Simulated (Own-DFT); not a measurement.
# Response to strain: wurtzite GaN, 72 atoms (Ga36N36)

These are calculations, not measurements. The program, named Own-DFT, is a retired in-house plane-wave density functional code that no person has reviewed. Each row is one single-point run on a periodic cell that was not relaxed, without spin or spin-orbit coupling.

Settings of every run: PBE; PseudoDojo norm-conserving scalar-relativistic files (stringent for Ga); cutoff 96 hartree; 4 x 4 x 3 k mesh centred on Gamma; Gaussian smearing of 0.01 eV.

Known limits: forces not confirmed at this smearing and k mesh; stress not checked against mesh or cutoff.

Unstrained cell vectors in Å: (9.567, 0.000, 0.000); (-4.784, 8.285, 0.000); (0.000, 0.000, 10.370). The unstrained cell has measured lattice constants (interpolated for alloys), not those of this functional. That, the random moves and any unrelaxed bonds set the pressure at no strain. Each run strains this cell uniformly, with the atoms carried along. Every atom was also moved at random, by a Gaussian of width 0.05 Å on each axis. Strain is the symmetric tensor, in per cent. Stress is positive in tension, and the pressure is minus a third of its trace.

```
run  e_xx (%)  e_yy (%)  e_zz (%)  e_yz (%)  e_xz (%)  e_xy (%)  s_xx (GPa)  s_yy (GPa)  s_zz (GPa)  s_yz (GPa)  s_xz (GPa)  s_xy (GPa)  P (GPa)  E (meV/atom)
  1     -0.98      0.83      1.79      1.08      1.42      1.13       -9.80       -1.86       -0.46        1.54        3.13        3.39     4.04           8.2
  2     -0.70      1.76      1.47     -0.38     -1.18     -1.48       -6.69        1.26       -1.10       -0.57       -2.29       -4.54     2.18           2.4
  3     -0.53      1.35     -1.24     -1.87     -0.13      1.20       -9.14       -2.98      -13.18       -4.89       -0.58        3.71     8.43          25.5
  4     -1.03     -1.23      0.82     -1.34      0.94     -1.88      -13.52      -11.71       -5.08       -3.05        2.16       -5.89    10.10          17.4
  5      0.33     -0.64     -0.21     -0.19     -1.57     -1.85       -7.91       -9.33       -7.52        0.09       -3.21       -5.25     8.25          18.9
  6      1.19      1.75     -1.14     -1.80      1.01      0.69       -2.06        0.73       -8.72       -3.61        2.71        2.59     3.35           0.0
  7     -0.08     -0.73     -1.93      1.51     -0.03      1.20       -8.00      -12.37      -18.98        3.72        0.75        4.05    13.11          33.3
  8      1.62      0.27     -0.36      0.34     -1.47     -0.35       -0.71       -3.73       -7.70        1.18       -2.97       -0.60     4.04           4.5
  9      0.59     -0.26     -0.76      0.46     -0.08      0.79       -5.29       -8.98       -9.51        0.93       -0.74        1.93     7.93          12.9
 10      1.07     -1.09      1.28     -1.73      0.12     -1.90       -3.26       -9.58       -1.84       -3.40        0.01       -6.52     4.89          11.0
 11     -0.99      0.12      0.06      0.11      1.92      0.00      -11.72       -6.89       -8.33        0.09        5.14        0.38     8.98          16.6
 12     -1.81     -1.65      0.27     -1.30      1.42      0.70      -14.35      -18.57       -9.17       -2.08        3.77        0.64    14.03          39.6
 13     -1.89      1.73      1.81     -1.30     -1.27      0.15      -12.46       -0.77       -0.30       -2.59       -3.66        0.27     4.51          26.7
 14     -1.89      0.97      0.54      0.14      1.80      1.63      -13.90       -4.40       -5.70       -0.54        3.25        5.04     8.00          22.8
 15     -1.60      0.75     -0.18      0.93     -0.07     -1.82           ?           ?           ?           ?           ?           ?        ?             ?
```

E is the free energy for each atom above the lowest run shown.

## Worked fit

Each stress component was fitted by least squares to a constant and the strains of the runs shown, as fractions, with shears doubled. Shear strains stay in the fit of a normal stress only where such slopes are resolved. The slopes, in GPa:

```
stress  at no strain  per e_xx  per e_yy  per e_zz  scatter
  s_xx          -7.3  386 ± 25   85 ± 22   39 ± 25     0.95
  s_yy          -7.1  141 ± 26  452 ± 23  112 ± 25     0.97
  s_zz          -7.5  113 ± 28   72 ± 25  456 ± 28     1.05
```

Each shear stress against twice its own strain: yz 105 ± 7, xz 121 ± 8, xy 134 ± 7 GPa. These are stiffnesses along x, y and z of the frame in which the cell vectors are given, which need not be the crystal's axes. The atoms are held to the strained lattice; where symmetry lets them move under strain, relaxing them would lower some slopes. The table should be nearly symmetric about its diagonal, and what it lacks of that shows the noise. A ninth of its sum, 206 ± 4 GPa, estimates the bulk modulus near the mean pressure of these runs, 7.3 GPa, so it lies above the value at zero pressure.

## Withheld run

Question: what normal stresses and pressure should run 15 give?

The fit gives s_xx = -12.9, s_yy = -6.1, s_zz = -9.6 and P = 9.5 GPa. The calculation gave -11.74, -6.97, -8.46 and P = 9.06 GPa.
